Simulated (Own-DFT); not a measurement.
# Point defects and the pressure they add: C40 NbSi2

No measurement is shown. These are fixed-geometry runs of a retired plane-wave code named Own-DFT, which no person has reviewed; spin and spin-orbit coupling are neglected.

All runs used: PBE; PseudoDojo norm-conserving scalar-relativistic files; cutoff 42 hartree; 4 x 4 x 5 k mesh centred on Gamma; cold (Marzari-Vanderbilt) smearing of 0.2 eV.

Known weak points: forces on such cells failed a check on a denser k mesh; stress not checked against mesh or cutoff.

All runs share one cell, with vectors in Å (0.000, 8.324, 0.000); (-9.613, 0.000, 0.000); (0.000, 0.000, 6.586) and a volume of 527.0 Å³. u is the rms random offset of the atoms per axis. The defect's site can differ from row to row.

| cell | formula | u (Å) | P (GPa) |
|---|---|---|---|
| no defect | Nb12Si24 | 0.0214 | 1.51 |
| no defect | Nb12Si24 | 0.0217 | 1.58 |
| no defect | Nb12Si24 | 0.0536 | 2.86 |
| one Si vacancy | Nb12Si23 | 0.0306 | 1.01 |
| one Si vacancy | Nb12Si23 | 0.0318 | 0.99 |
| one Si vacancy | Nb12Si23 | 0.0490 | 2.04 |
| two Si on a Nb site each | Nb10Si26 | 0.0286 | 1.52 |
| two Si on a Nb site each | Nb10Si26 | 0.0322 | ? |
| two Si on a Nb site each | Nb10Si26 | 0.0504 | 2.77 |
| two Si on a Nb site each | Nb10Si26 | 0.0541 | 2.60 |
| two Nb on a Si site each | Nb14Si22 | 0.0294 | 7.68 |
| two Nb on a Si site each | Nb14Si22 | 0.0465 | 8.35 |
| two Nb on a Si site each | Nb14Si22 | 0.0509 | 8.67 |

## Analysis

P = P0 + c u² + a shift for each defect gives P0 = 1.25 GPa, c = 584 ± 43 GPa/Å² and a scatter of 0.13 GPa. The shifts, and each times the cell's volume:

- two Nb on a Si site each: 5.89 ± 0.11 GPa, 19.4 eV (9.7 eV for each of its 2 sites)
- two Si on a Nb site each: -0.17 ± 0.11 GPa, -0.6 eV (-0.3 eV for each of its 2 sites) (not resolved)
- one Si vacancy: -0.75 ± 0.11 GPa, -2.5 eV

A positive shift means that the defect pushes the cell outwards. Shift times volume (160.2 GPa Å³ is 1 eV) depends little on the cell's size, so, taken for each site, it can be compared between cells at like pressure. The atoms around the defects weren't relaxed, which would change these numbers.

## The run left out

Question: what pressure belongs in the blank (two Si on a Nb site each, u = 0.0322 Å)?

From the fit: 1.68 ± 0.16 GPa. DFT gave 1.61 GPa.
